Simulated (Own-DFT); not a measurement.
# How strain changes the stress of wurtzite AlGaN with randomly placed atoms, 72 atoms (Al9Ga27N36)

All numbers below are calculated, not measured. The program, named Own-DFT, is a retired in-house plane-wave density functional code that no person has reviewed. Each row is one single-point run on a periodic cell that was not relaxed, without spin or spin-orbit coupling.

Settings of every run: PBE; PseudoDojo norm-conserving scalar-relativistic files (stringent for Ga); cutoff 96 hartree; 4 x 4 x 3 k mesh centred on Gamma; Gaussian smearing of 0.01 eV.

Known limits: forces on such cells passed a denser k mesh, each cell not checked; stress not checked against mesh or cutoff.

Unstrained cell vectors in Å: (9.509, 0.000, 0.000); (-4.755, 8.235, 0.000); (0.000, 0.000, 10.268). The unstrained cell has measured lattice constants (interpolated for alloys), not those of this functional. That, the random moves and any unrelaxed bonds set the pressure at no strain. Each run strains this cell uniformly, with the atoms carried along. Every atom was also moved at random, by a Gaussian of width 0.05 Å on each axis. The random placing of the alloy's atoms differs from row to row. Strain is the symmetric tensor, in per cent. Stress is positive in tension, and the pressure is minus a third of its trace.

```
run  e_xx (%)  e_yy (%)  e_zz (%)  s_xx (GPa)  s_yy (GPa)  s_zz (GPa)  P (GPa)  E (meV/atom)
  1      1.50      1.50      0.00       -1.55        1.10       -4.24     1.56          10.2
  2      2.00      2.00      0.00        3.72        1.45       -3.19    -0.66           0.0
  3     -3.00     -3.00      0.00      -26.90      -27.53      -11.51    21.98          89.8
  4     -1.50     -1.50      0.00      -17.52      -16.09       -8.81    14.14          56.4
  5      2.75      2.75      0.00        5.90        6.35       -4.10    -2.72           7.9
  6      1.75      1.75      0.00        2.97        1.29       -5.65     0.46           2.4
  7      0.75      0.75      0.00       -3.61       -2.78       -6.18     4.19           6.6
  8     -0.25     -0.25      0.00       -6.95       -8.53       -7.44     7.64           4.3
  9      0.50      0.50      0.00           ?           ?           ?        ?             ?
```

E is the free energy for each atom above the lowest run shown.

## Worked fit

The change of volume is close to e_xx + e_yy + e_zz. A straight line through the runs shown gives P = 8.05 - 215 x (fractional change of volume) GPa, with an error of 9 on the slope and a scatter of 0.97 GPa. The strain isn't the same on all axes and the cell isn't cubic, so the slope belongs to this path and is not the bulk modulus.

## Withheld run

Question: what pressure should run 9 give? Its volume changes by 1.00 %.

The line gives 5.9 GPa. The calculation gave 4.76 GPa.
